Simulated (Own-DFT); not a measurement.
# What a defect does to the pressure of its cell: C11b WSi2

Everything here is calculated. The program is Own-DFT (plane waves, in-house, since retired, never reviewed by a person); positions were held fixed, and spin and spin-orbit coupling were off.

All runs used: PBE; PseudoDojo norm-conserving scalar-relativistic files; cutoff 50 hartree; 5 x 5 x 5 k mesh centred on Gamma; cold (Marzari-Vanderbilt) smearing of 0.2 eV.

Known weak points: forces on such cells failed a check on a denser k mesh; stress not checked against mesh or cutoff.

All runs share one cell, with vectors in Å (-2.148, -5.953, 3.409); (-6.444, 2.976, 1.136); (-2.553, -2.948, -6.757) and a volume of 403.2 Å³. u is the rms random offset of the atoms per axis. The defect's site can differ from row to row.

| cell | formula | u (Å) | P (GPa) |
|---|---|---|---|
| no defect | Si20W10 | 0.0180 | 4.28 |
| no defect | Si20W10 | 0.0206 | 4.38 |
| no defect | Si20W10 | 0.0471 | 6.06 |
| one W vacancy | Si20W9 | 0.0301 | 3.78 |
| one W vacancy | Si20W9 | 0.0441 | 4.47 |
| one W vacancy | Si20W9 | 0.0444 | 4.60 |
| one Si vacancy | Si19W10 | 0.0290 | 3.04 |
| one Si vacancy | Si19W10 | 0.0492 | 4.17 |
| one Si vacancy | Si19W10 | 0.0567 | 5.20 |
| one W on a Si site | Si19W11 | 0.0271 | ? |
| one W on a Si site | Si19W11 | 0.0308 | 9.91 |
| one W on a Si site | Si19W11 | 0.0474 | 10.83 |
| one W on a Si site | Si19W11 | 0.0557 | 12.18 |
| one Si on a W site | Si21W9 | 0.0286 | 6.27 |
| one Si on a W site | Si21W9 | 0.0344 | 6.72 |
| one Si on a W site | Si21W9 | 0.0499 | 8.08 |

## Analysis

P = P0 + c u² + a shift for each defect gives P0 = 3.97 GPa, c = 945 ± 57 GPa/Å² and a scatter of 0.18 GPa. The shifts, and each times the cell's volume:

- one W on a Si site: 5.02 ± 0.16 GPa, 12.6 eV
- one Si on a W site: 1.64 ± 0.15 GPa, 4.1 eV
- one W vacancy: -1.21 ± 0.15 GPa, -3.0 eV
- one Si vacancy: -1.87 ± 0.16 GPa, -4.7 eV

A positive shift means that the defect pushes the cell outwards. Shift times volume (160.2 GPa Å³ is 1 eV) depends little on the cell's size, so, taken for each site, it can be compared between cells at like pressure. The atoms around the defects weren't relaxed, which would change these numbers.

## Withheld run

Question: what pressure belongs in the blank (one W on a Si site, u = 0.0271 Å)?

The fitted form gives 9.68 ± 0.22 GPa. The hidden result is 9.75 GPa.
